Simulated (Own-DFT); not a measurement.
Simulation results for SiC (4H silicon carbide, atoms displaced)

Computed with Own-DFT development build. A calculation, not a measurement: plane-wave PBE density functional theory by an unreviewed code, no spin, of a simulated periodic cell, stress positive in tension, free energy of the whole cell less one offset for each atom, forces on such cells passed a denser k mesh, this cell's mesh not checked; offsets are fitted by least squares, one for each functional and potential file, so energies compare only between cells with the same atoms and settings and are not formation energies; the far tail of each file's local potential was reset to the Coulomb form; each entry is a single point on an unrelaxed cell, so the pressure reflects the starting lattice, mostly measured values (interpolated for alloys), from which strain is counted, and rises with the displacements; printed positions are rounded, which can move forces by about a meV/angstrom; the program, named Own-DFT, is a retired in-house code; no spin-orbit coupling.

Settings shared by all entries: functional PBE; potential files PseudoDojo norm-conserving, scalar-relativistic, standard set; wave cutoff 42 hartree; occupations Fermi-Dirac; smearing width 0.1 eV; hardware one NVIDIA H100; k mesh 4 x 4 x 3 centred on Gamma.

(1) 
```xyz
72
Lattice="9.2481 0.0000 0.0000 -4.6241 8.0091 0.0000 0.0000 0.0000 10.0681" Properties=species:S:1:pos:R:3:force_x:R:1:force_y:R:1:force_z:R:1 formula=SiC free_energy_of_cell_above_offsets=-5.113 pressure=5.64 stress_xx=-5.69 stress_yy=-5.86 stress_zz=-5.37 stress_yz=-0.56 stress_xz=-0.17 stress_xy=0.82 wall_time=354.3
Si     4.6152     7.9333     4.1350      0.256      2.311     -0.542
Si     0.0158     1.8984     1.5686     -0.236     -1.024     -0.771
C      9.1329     0.0017     0.9281      2.199      1.554      0.078
C     -0.0070     1.8137     3.4083      0.101     -0.388      1.256
Si    -1.4795     2.7274     4.1508     -1.463     -2.467     -1.536
Si    -1.5315     4.4023     1.5647      0.767       2.08        0.3
C     -1.5146     2.7607     0.9179     -0.267     -2.601      -0.68
C     -1.5273     4.3838     3.4320     -0.147      1.971      0.955
Si     6.1353     5.3415     4.0543      0.597     -0.121      0.147
Si    -3.1146     7.2038     1.5464      0.302     -1.536      0.445
C     -3.0244     5.3074     0.9658     -1.429      1.315     -0.094
C     -3.0626     7.1532     3.5121      -0.76     -1.066      -1.55
Si     3.0873     0.0265     3.9978      0.981     -0.698      2.282
Si     3.0229     1.8317     1.5057      1.964     -0.621      1.536
C     -1.4908     8.0077     0.9566     -1.584      0.228     -1.041
C      3.0294     1.7339     3.4381       0.13      2.432     -0.427
Si     1.4974     2.7646     4.0761      1.142     -2.386      0.135
Si     1.5457     4.4579     1.5855      2.446      1.423      1.653
C      1.5811     2.8638     0.8563     -0.381     -4.169       1.32
C      1.5382     4.5138     3.5222      1.105     -1.004     -1.645
Si     0.0290     5.2900     4.0845      -1.39      1.856      1.118
Si    -0.0052     7.0090     1.5167      0.152      2.645       2.44
C      0.1862     5.3408     1.0018     -4.713     -0.624     -2.172
C      0.0861     7.0907     3.5136     -2.567     -0.591     -1.689
Si     1.5373     7.9883     4.0303      0.848      1.236      2.199
Si     6.2448     1.7701     1.6044     -1.329      0.196      0.406
C      1.5043     7.9445     0.9883        0.1      1.785     -1.241
C      6.0888     1.8288     3.5386      3.327     -1.516       -1.1
Si     4.6392     2.6505     4.1247     -2.204      0.161     -1.508
Si     4.5724     4.4596     1.6011      1.306     -0.729     -2.134
C      4.6712     2.6046     1.0439     -0.891      1.421     -2.452
C      4.6003     4.3915     3.3821     -0.066      1.302      3.023
Si     3.1060     5.3693     4.0920      -0.34     -0.331      0.413
Si     3.0234     7.1299     1.4835      0.698     -0.331      2.492
C      3.0732     5.4070     0.9091      0.477       -1.7      1.045
C      3.0922     7.1191     3.4745      0.029      0.055     -1.038
Si     9.1884     0.0134     9.1465      1.527     -0.828     -1.292
Si     4.6632     6.1888     6.5715     -2.491      1.771      0.651
C      0.0323     0.0525     6.0046     -1.845     -1.309       0.16
C      4.7375     6.1813     8.4086      -3.33      1.622      1.936
Si     6.1046     5.3243     9.1479      2.719       0.07     -0.268
Si     6.0990     3.5218     6.5529      2.086       1.98      1.014
C     -3.1220     5.4393     5.9884      2.082      -3.25     -1.963
C      6.1506     3.5860     8.4606      0.197     -0.861     -0.136
Si    -1.5196     2.6892     9.0643     -1.629      0.362      1.491
Si     7.7180     0.9939     6.7472      -0.32     -3.301     -2.578
C      7.7379     2.6048     5.9743     -0.965      2.369      0.361
C      7.6223     0.8875     8.5523      1.957      0.695      0.245
Si     1.5706     7.9845     9.1443     -2.383      0.053      0.384
Si     1.5509     6.3164     6.7151     -0.401     -1.569     -1.614
C      6.1331     0.0064     6.0617      1.493      0.864     -1.102
C      1.5941     6.1658     8.5456     -0.644      1.846     -0.084
Si     3.0358     5.2778     9.1588      2.451      1.972      -0.76
Si     3.0775     3.5206     6.5443      0.011      1.581      0.871
C      3.0166     5.3801     5.9899      1.431     -0.634     -0.289
C      3.0608     3.6503     8.4921       0.59      -3.09     -1.099
Si     4.6046     2.6545     9.0293      0.514      1.589      2.419
Si     4.6248     0.8956     6.5883     -0.119     -0.081        0.2
C      4.6701     2.6580     5.9569     -1.765      0.056      0.056
C      4.5894     0.9648     8.4514      0.797     -2.035      0.617
Si     3.0683     0.0459     9.0887      0.942     -1.173      0.273
Si    -1.4999     6.1425     6.6273       -1.9      3.199     -0.822
C      3.1135     0.0930     5.9865     -0.029     -2.578     -1.381
C     -1.4945     6.2905     8.4142     -0.168     -1.112      3.153
Si     0.0609     5.3479     9.1360     -1.571     -0.302      0.035
Si    -0.0509     3.5831     6.5361      1.993     -0.288      2.133
C     -0.0431     5.3746     6.0500      2.178     -1.292     -1.961
C     -0.0490     3.5633     8.5568      2.103     -0.043     -1.731
Si     1.6238     2.6518     9.1336     -1.832       0.97     -2.133
Si     1.5598     0.7729     6.5907      0.631      2.881      -0.05
C      1.5850     2.6719     5.9382     -1.743      -0.52       0.58
C      1.5807     0.8941     8.4682     -1.731      0.321      1.057
```

Units: free_energy_of_cell_above_offsets in eV; pressure, stress_xx, stress_yy, stress_zz, stress_yz, stress_xz, stress_xy in GPa; wall_time in s; force_x, force_y, force_z in eV/Å.

(2) 
```xyz
72
Lattice="9.2481 0.0000 0.0000 -4.6241 8.0091 0.0000 0.0000 0.0000 10.0681" Properties=species:S:1:pos:R:3:force_x:R:1:force_y:R:1:force_z:R:1 formula=SiC free_energy_of_cell_above_offsets=-2.001 pressure=6.64 stress_xx=-9.63 stress_yy=-4.75 stress_zz=-5.53 stress_yz=0.24 stress_xz=-1.27 stress_xy=-0.59 wall_time=361.3
Si     4.5700     7.9969     4.0960      1.709      0.539      1.084
Si    -0.0135     1.7869     1.5435      0.286     -1.086      1.888
C      0.0565     0.0167     1.0148     -1.969     -0.029     -2.101
C     -0.0199     1.7237     3.4844      0.102       1.99     -0.753
Si    -1.5352     2.7637     4.0695      0.498     -3.197      0.037
Si    -1.3976     4.4854     1.6061     -3.848     -3.259     -0.687
C      7.7264     2.5792     0.9967     -1.603      2.492     -1.676
C     -1.5671     4.3945     3.3601      1.092      2.762      3.484
Si     6.1647     5.3272     4.0761     -0.094      0.713      0.554
Si    -3.1116     7.1108     1.4657      0.757      0.083      2.821
C     -2.9898     5.3387     1.1306     -0.316     -0.882     -3.643
C     -3.0708     7.1242     3.5037     -0.308     -0.525     -1.053
Si    -1.5376     7.9057     4.0479     -0.105      2.655      1.092
Si     3.0506     1.9286     1.5459      1.745     -3.757      1.275
C     -1.5814     7.9430     0.8977      1.072      1.764      1.278
C      2.9707     1.8706     3.4760      2.596     -2.485     -1.619
Si     1.5107     2.6741     4.0952     -1.435      0.372     -0.012
Si     1.6323     4.3993     1.5250     -1.574      1.159      1.523
C      1.5627     2.6364     1.0212      -1.81      1.503     -1.706
C      1.5517     4.5053     3.4923     -3.575      -2.36     -1.817
Si     0.0128     5.4363     4.0941     -0.526     -2.433      0.568
Si    -0.0521     7.1229     1.5386      1.357     -0.137      1.005
C     -0.0238     5.3102     0.9996      3.339      1.268     -0.693
C      0.1406     7.1544     3.5518     -3.778     -0.511     -2.541
Si     6.1554     0.0079     4.1399      3.448      0.999      0.305
Si     6.0774     1.6887     1.5593       2.11      1.198     -0.527
C      1.5848     7.9524     0.9188     -2.269      0.104      0.936
C      6.2081     1.7248     3.4257     -1.295       0.88      0.518
Si     4.6017     2.5825     3.9588      0.286      2.237      2.314
Si     4.6983     4.4375     1.5676     -0.151      -0.19      0.057
C      4.6067     2.6267     0.8139       0.36      0.876      2.328
C      4.6235     4.5394     3.4469     -0.991      -2.39      -0.03
Si     2.9324     5.3534     3.9435      5.825      2.011      3.241
Si     3.0679     7.1350     1.5463      1.821     -0.724      -1.11
C      3.1266     5.2708     0.9135      0.047       0.94      1.274
C      3.1889     7.1357     3.3095     -3.018     -0.741      3.239
Si     9.1655     0.0743     9.1325      2.367     -0.686      0.707
Si     4.5466     6.2124     6.5564      1.805      3.093      2.643
C     -0.0247     0.1215     6.0799      0.537     -2.834     -2.508
C      4.6206     6.3632     8.5226     -0.075     -3.219      0.192
Si    -2.9861     5.3535     9.1414      -3.42      -0.46      0.499
Si     6.1432     3.5221     6.6548      0.446       0.59     -2.449
C     -3.0940     5.4786     6.0764     -1.332     -3.761      -2.57
C      6.1371     3.3757     8.4333     -1.442      4.075      1.216
Si     7.6270     2.7796     9.0446      3.327     -3.062      2.887
Si     7.7553     0.9592     6.6706     -1.274     -0.566       0.53
C     -1.4557     2.6509     5.9308     -1.519      1.854      0.812
C      7.7326     0.9573     8.5903     -2.297      0.212     -1.238
Si     1.5128     7.9516     9.1869      1.037       1.36     -2.683
Si     1.4474     6.2697     6.5938      2.941     -0.391      1.396
C      6.1799     0.0337     6.0357     -0.481       0.12     -0.774
C      1.6759     6.1886     8.5240     -4.967      1.629     -0.454
Si     3.0159     5.3250     9.1860      4.039     -0.681      -2.12
Si     3.0940     3.4826     6.5697     -0.931      2.447      0.013
C      3.1226     5.3876     6.0270       -3.7     -1.961     -2.603
C      3.0670     3.5536     8.4247     -0.025      0.167      1.799
Si     4.5782     2.6486     9.0601     -0.165      0.607     -0.412
Si     4.5127     0.8491     6.5239      3.794      1.788      2.318
C      4.5751     2.6428     6.0389      1.708     -0.287     -2.534
C      4.6347     0.9605     8.4663     -0.235     -3.382      0.049
Si    -1.4463     7.9629     9.1479     -2.123      0.848     -2.015
Si    -1.5780     6.1654     6.5742       0.61      2.669      1.831
C      3.0739     0.0635     6.0240      -1.08     -3.524     -2.448
C     -1.5530     6.1598     8.4649      2.088      1.194      0.627
Si    -0.0389     5.2881     9.2281      1.246      0.906     -2.391
Si     0.0861     3.5785     6.5779     -1.101     -0.443      1.068
C     -0.0562     5.3749     6.0638      1.049     -0.817     -2.507
C      0.0070     3.5863     8.5198      0.313     -0.556      -0.01
Si     1.5981     2.6602     9.2190     -1.183     -0.568     -2.501
Si     1.5821     0.8749     6.5780     -1.796      0.999      1.591
C      1.5556     2.6526     5.9336      0.218      0.428      0.517
C      1.4858     0.8863     8.4955      1.838      0.373      0.671
```

Units: free_energy_of_cell_above_offsets in eV; pressure, stress_xx, stress_yy, stress_zz, stress_yz, stress_xz, stress_xy in GPa; wall_time in s; force_x, force_y, force_z in eV/Å.

(3) 
```xyz
72
Lattice="9.2481 0.0000 0.0000 -4.6241 8.0091 0.0000 0.0000 0.0000 10.0681" Properties=species:S:1:pos:R:3:force_x:R:1:force_y:R:1:force_z:R:1 formula=SiC free_energy_of_cell_above_offsets=-3.208 pressure=6.34 stress_xx=-4.78 stress_yy=-4.92 stress_zz=-9.31 stress_yz=-0.29 stress_xz=-0.2 stress_xy=-0.38 wall_time=355
Si     9.1923     0.0308     4.0888      2.332     -1.776      0.773
Si     0.0474     1.9852     1.6462     -1.983     -3.648     -0.961
C     -0.0006     0.0407     0.8179     -0.504     -0.032      6.813
C     -0.0377     1.6739     3.5483      0.617      4.747     -1.606
Si     7.6612     2.6819     4.2839      0.401      0.226     -5.429
Si    -1.4702     4.4632     1.6283     -3.136     -1.396      -0.75
C      7.6644     2.6251     0.8621      0.731      1.352      2.648
C     -1.4791     4.5460     3.4392     -2.162      -2.44      1.939
Si     6.1020     5.3461     4.0667      2.065     -0.157      0.239
Si    -3.1989     7.0856     1.6288       1.59      1.271     -2.584
C     -3.0839     5.3436     1.0131     -0.013     -0.548     -1.031
C     -2.9450     7.1221     3.4020     -4.402     -0.814      1.253
Si    -1.5820     7.9866     4.0827      2.156      1.702      1.772
Si     3.1214     1.8377     1.5678      0.328     -1.061      0.358
C     -1.5008     7.9844     0.9556     -1.371      0.861      0.731
C      3.0855     1.8168     3.5929       1.34     -1.983     -3.311
Si     1.6377     2.6575     3.9863     -3.751      1.002      3.317
Si     1.5964     4.4314     1.6047     -1.518      1.678     -0.308
C      1.5729     2.7487     0.9630      0.414     -1.084     -0.036
C      1.5487     4.4385     3.4332      0.146      1.231      1.546
Si    -0.1114     5.4259     4.1591       2.74     -0.724     -1.299
Si    -0.0702     7.0671     1.6297      1.456       0.55     -0.446
C     -0.0707     5.3166     1.0140      2.548      0.318     -1.464
C      0.0169     7.1515     3.5046     -0.365     -0.107     -0.341
Si     1.5402     7.9846     4.1385     -0.611      1.253     -0.065
Si     6.1114     1.7526     1.5480      1.558     -0.575      0.619
C      1.5380     7.8959     0.8876     -1.187      1.313      1.178
C      6.1188     1.7666     3.4805      0.635      0.262       0.44
Si     4.5820     2.6826     4.1457      1.364     -1.135      -0.69
Si     4.6061     4.4503     1.5782      0.959      0.511     -1.048
C      4.7042     2.7623     0.9063     -1.657      -2.06      0.089
C      4.6719     4.3388     3.3947     -1.137      2.674      1.654
Si     3.1501     5.4146     4.1050     -1.111     -2.499      0.003
Si     3.0171     7.0366     1.5950      1.386       1.69      -0.83
C      3.0600     5.2838     0.8827      0.562      0.839      2.468
C      3.0967     7.1666     3.5272     -0.623     -1.312     -1.546
Si     0.0385     0.0426     9.2088     -0.242      0.363     -5.031
Si     4.5805     6.2423     6.5449      1.244      0.442      2.068
C      4.5892     7.9953     5.9315     -0.387       1.09      0.773
C      4.6799     6.3431     8.5076     -1.473     -2.226     -0.189
Si     6.1568     5.2922     9.1302     -0.954      1.946      0.595
Si     6.2372     3.5725     6.7225     -1.803       0.95     -3.264
C     -3.0025     5.4210     6.0074     -3.096     -2.486     -1.449
C      6.1224     3.5562     8.4871     -0.027      0.086      1.442
Si     7.6353     2.7256     9.1319      2.091     -1.141     -1.172
Si     7.6574     0.9898     6.6176      0.888     -2.887     -0.258
C     -1.5117     2.7184     6.0156     -0.423      0.115      2.053
C      7.6905     0.8884     8.4472      0.611      1.089      1.353
Si     6.1674     0.0238     9.0880       0.36     -1.445     -0.239
Si     1.4612     6.1704     6.6095      1.665          1      0.499
C      6.1174     0.0201     6.0113      1.697     -1.015     -0.417
C      1.5505     6.1192     8.4936     -2.184      2.511     -0.024
Si     3.0515     5.4565     9.1716       2.16     -1.769     -2.337
Si     3.1407     3.5211     6.6368     -1.305     -0.084      0.062
C      3.0965     5.2766     6.0079     -0.645      0.748     -0.965
C      3.0273     3.5586     8.5081      3.022      1.301      0.159
Si     4.6072     2.6347     9.1117     -0.727      0.749      -0.24
Si     4.6970     0.8914     6.6728     -2.817     -0.204     -2.707
C      4.6043     2.6163     5.9487      1.711       1.31      2.024
C      4.6729     0.9062     8.4316     -0.962     -0.836      3.087
Si    -1.5175     7.8610     9.1888     -0.529      3.747      -1.23
Si    -1.5102     6.2006     6.5192     -2.557      4.162      2.945
C      3.0712     0.0197     5.9804      0.132     -0.049      0.156
C     -1.6632     6.2783     8.4480       2.21     -3.134      0.133
Si    -0.0819     5.3031     9.1660      0.457      3.088      0.223
Si     0.0501     3.5412     6.5699     -0.211      1.757      1.426
C     -0.1061     5.4243     5.9895      3.763     -3.313     -0.933
C      0.0391     3.7125     8.4939     -1.186     -4.343     -0.557
Si     1.5974     2.7660     9.1573     -2.196     -2.217     -0.898
Si     1.4847     0.9107     6.6900      1.021     -1.006     -2.175
C      1.5401     2.6795     6.0497      0.765     -0.148     -1.831
C      1.5713     0.8373     8.4734      0.127      1.716      2.814
```

Units: free_energy_of_cell_above_offsets in eV; pressure, stress_xx, stress_yy, stress_zz, stress_yz, stress_xz, stress_xy in GPa; wall_time in s; force_x, force_y, force_z in eV/Å.
